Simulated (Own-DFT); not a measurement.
# Strain and stress in wurtzite AlGaN with randomly placed atoms, 72 atoms (Al27Ga9N36)

All numbers below are calculated, not measured. The program, named Own-DFT, is a retired in-house plane-wave density functional code that no person has reviewed. Each row is one single-point run on a periodic cell that was not relaxed, without spin or spin-orbit coupling.

Settings of every run: PBEsol; PseudoDojo norm-conserving scalar-relativistic files, made for PBE; cutoff 42 hartree; 4 x 4 x 3 k mesh centred on Gamma; Fermi-Dirac smearing of 0.1 eV.

Known limits: forces on such cells passed a denser k mesh, each cell not checked; stress not checked against mesh or cutoff.

Unstrained cell vectors in Å: (9.394, 0.000, 0.000); (-4.697, 8.135, 0.000); (0.000, 0.000, 10.066). The unstrained cell has measured lattice constants (interpolated for alloys), not those of this functional. That, the random moves and any unrelaxed bonds set the pressure at no strain. Each run strains this cell uniformly, with the atoms carried along. Every atom was also moved at random, by a Gaussian of width 0.05 Å on each axis. The random placing of the alloy's atoms differs from row to row. Strain is the symmetric tensor, in per cent. Stress is positive in tension, and the pressure is minus a third of its trace.

| run | e_xx (%) | e_yy (%) | e_zz (%) | s_xx (GPa) | s_yy (GPa) | s_zz (GPa) | P (GPa) | E (meV/atom) |
|---|---|---|---|---|---|---|---|---|
| 1 | 1.00 | 1.00 | 0.00 | 3.07 | 1.23 | -2.77 | -0.51 | 9.5 |
| 2 | 0.50 | 0.50 | 0.00 | -0.81 | 0.68 | -2.67 | 0.94 | 0.0 |
| 3 | -2.75 | -2.75 | 0.00 | -22.73 | -22.01 | -5.89 | 16.88 | 58.6 |
| 4 | 2.75 | 2.75 | 0.00 | 9.08 | 11.28 | -0.05 | -6.77 | 17.8 |
| 5 | 2.50 | 2.50 | 0.00 | 8.69 | 9.40 | -1.44 | -5.55 | 29.5 |
| 6 | -2.25 | -2.25 | 0.00 | -18.64 | -19.42 | -4.94 | 14.33 | 42.7 |
| 7 | -2.50 | -2.50 | 0.00 | -17.29 | -18.58 | -9.40 | 15.09 | 35.7 |
| 8 | -2.00 | -2.00 | 0.00 | -12.84 | -17.11 | -7.25 | 12.40 | 23.0 |
| 9 | -1.50 | -1.50 | 0.00 | ? | ? | ? | ? | ? |

E is the free energy for each atom above the lowest run shown.

## Worked fit

The change of volume is close to e_xx + e_yy + e_zz. A straight line through the runs shown gives P = 4.49 - 213 x (fractional change of volume) GPa, with an error of 7 on the slope and a scatter of 0.87 GPa. The strain isn't the same on all axes and the cell isn't cubic, so the slope belongs to this path and is not the bulk modulus.

## Withheld run

Question: what pressure should run 9 give? Its volume changes by -2.98 %.

The line gives 10.8 GPa. The calculation gave 9.43 GPa.
